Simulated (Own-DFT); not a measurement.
# Strain and stress in hcp Hf, 36 atoms (Hf36)

Everything here is calculated. The program is Own-DFT (plane waves, in-house, since retired, never reviewed by a person); positions were held fixed, and spin and spin-orbit coupling were off.

Settings: PBE; PseudoDojo norm-conserving scalar-relativistic files; cutoff 42 hartree; 4 x 4 x 4 k mesh centred on Gamma; cold (Marzari-Vanderbilt) smearing of 0.2 eV.

Caveats: hafnium file: forces about 75 meV/angstrom off all-electron values; forces on such cells passed a denser k mesh, each cell not checked; stress not checked against mesh or cutoff.

Unstrained cell vectors in Å: (9.589, 0.000, 0.000); (-4.795, 8.304, 0.000); (0.000, 0.000, 10.102). The unstrained cell has measured lattice constants (interpolated for alloys), not those of this functional. That, the random moves and any unrelaxed bonds set the pressure at no strain. A uniform strain is put on this cell, atoms riding along. All atoms carry random offsets, Gaussian with a width of 0.05 Å per axis. Stress is counted positive in tension, P = -(s_xx + s_yy + s_zz)/3, and strain components are those of the symmetric tensor.

| run | e_xx (%) | e_yy (%) | e_zz (%) | e_yz (%) | e_xz (%) | e_xy (%) | s_xx (GPa) | s_yy (GPa) | s_zz (GPa) | s_yz (GPa) | s_xz (GPa) | s_xy (GPa) | P (GPa) | E (meV/atom) |
|---|---|---|---|---|---|---|---|---|---|---|---|---|---|---|
| 1 | 1.42 | 1.23 | -0.01 | 0.44 | 0.81 | 0.60 | 1.85 | 2.05 | 0.14 | 0.47 | 0.79 | 0.70 | -1.35 | 4.3 |
| 2 | -1.45 | 1.45 | 0.22 | 0.83 | 0.98 | -0.70 | -3.27 | 0.63 | -1.10 | 0.81 | 1.09 | -1.18 | 1.24 | 6.8 |
| 3 | -0.67 | -1.34 | -1.21 | 1.51 | 1.32 | 1.25 | -4.36 | -5.59 | -5.89 | 1.56 | 1.28 | 1.62 | 5.28 | 20.0 |
| 4 | -1.89 | -1.85 | -1.38 | -1.66 | -1.63 | -1.20 | -7.60 | -7.70 | -7.92 | -1.85 | -1.79 | -2.11 | 7.74 | 40.7 |
| 5 | -0.03 | -0.09 | -0.57 | 1.45 | -0.50 | -1.47 | -1.75 | -2.16 | -2.89 | 1.44 | -0.45 | -1.87 | 2.27 | 7.9 |
| 6 | -1.61 | -1.95 | -1.10 | -1.46 | 0.73 | -1.94 | -6.48 | -8.10 | -6.96 | -1.46 | 0.60 | -3.11 | 7.18 | 39.6 |
| 7 | 1.64 | 1.37 | 1.81 | 0.12 | -1.04 | 1.68 | 3.58 | 3.23 | 3.79 | 0.18 | -0.98 | 2.16 | -3.53 | 10.6 |
| 8 | 0.24 | -0.97 | -1.85 | -0.57 | 1.83 | 1.09 | -3.33 | -4.03 | -6.44 | -0.72 | 2.04 | 1.62 | 4.60 | 18.6 |
| 9 | -0.41 | -0.74 | 0.42 | 1.32 | -0.94 | -1.86 | -2.23 | -2.97 | -1.66 | 1.25 | -0.90 | -2.53 | 2.28 | 13.0 |
| 10 | -1.82 | -0.53 | -0.32 | 0.96 | -0.67 | 0.97 | -5.63 | -3.91 | -4.01 | 0.93 | -0.86 | 1.31 | 4.52 | 12.1 |
| 11 | -0.87 | -0.52 | -0.27 | -1.03 | 0.71 | 0.50 | -3.66 | -3.00 | -3.29 | -1.00 | 0.73 | 0.77 | 3.31 | 7.3 |
| 12 | 1.33 | 0.58 | -0.33 | 0.52 | 0.18 | -0.37 | 1.22 | 0.40 | -0.81 | 0.57 | 0.25 | -0.54 | -0.27 | 0.0 |
| 13 | 1.42 | 0.72 | -1.03 | -0.13 | -1.72 | -0.74 | 1.06 | 0.37 | -2.17 | -0.20 | -1.69 | -0.94 | 0.25 | 1.0 |
| 14 | -1.02 | -0.38 | -1.10 | -1.01 | 0.33 | -0.96 | -4.48 | -3.50 | -5.04 | -1.01 | 0.33 | -1.54 | 4.34 | 13.2 |
| 15 | -1.68 | 0.59 | -1.87 | -0.79 | 1.84 | 0.77 | -5.72 | -2.86 | -6.89 | -0.73 | 2.04 | 0.87 | 5.16 | 27.4 |
| 16 | 1.68 | 1.89 | -1.21 | -1.08 | -0.02 | -1.26 | 2.07 | 2.41 | -1.78 | -1.09 | -0.09 | -1.69 | -0.90 | 12.0 |
| 17 | 1.59 | 1.02 | -0.11 | -1.29 | -0.31 | 1.77 | 2.33 | 1.40 | 0.03 | -1.32 | -0.33 | 1.89 | -1.25 | 3.7 |
| 18 | -1.27 | 1.49 | 1.03 | 0.38 | -0.93 | 0.26 | ? | ? | ? | ? | ? | ? | ? | ? |

The last column gives the free energy per atom over the lowest of the runs shown.

## What the rows give

Least squares on the runs shown: each stress against a constant and the strains, taken as fractions with shears doubled. Shear strains stay in the fit of a normal stress only where such slopes are resolved. The slopes, in GPa:

| stress | at no strain | per e_xx | per e_yy | per e_zz | scatter |
|---|---|---|---|---|---|
| s_xx | -1.5 | 193 ± 5 | 62 ± 6 | 73 ± 6 | 0.20 |
| s_yy | -1.6 | 69 ± 8 | 206 ± 9 | 61 ± 10 | 0.32 |
| s_zz | -1.8 | 73 ± 6 | 79 ± 7 | 212 ± 8 | 0.26 |

The slope of each shear stress on twice its own strain, from a fit on all six strains: yz 50 ± 1, xz 53 ± 2, xy 68 ± 2 GPa. These are stiffnesses along x, y and z of the frame in which the cell vectors are given, with the crystal's c axis along z: C11, C12, C13 and C33. Hexagonal symmetry asks that xx and yy behave alike, which is a second check on the noise. These are clamped-ion slopes: internal relaxation, where symmetry allows it, would soften some. Symmetry asks for nearly equal slopes across the diagonal; the mismatch is a measure of noise. A ninth of the table's sum, 114 ± 2 GPa, estimates the bulk modulus near the mean pressure of these runs, 2.4 GPa, so it lies above the value at zero pressure.

## Test on the hidden row

The question: what normal stresses and pressure should run 18 give?

The fitted form gives s_xx = -2.3, s_yy = 1.2, s_zz = 0.6 and P = 0.1 GPa. The calculation gave -2.26, 1.50, 0.58 and P = 0.06 GPa.
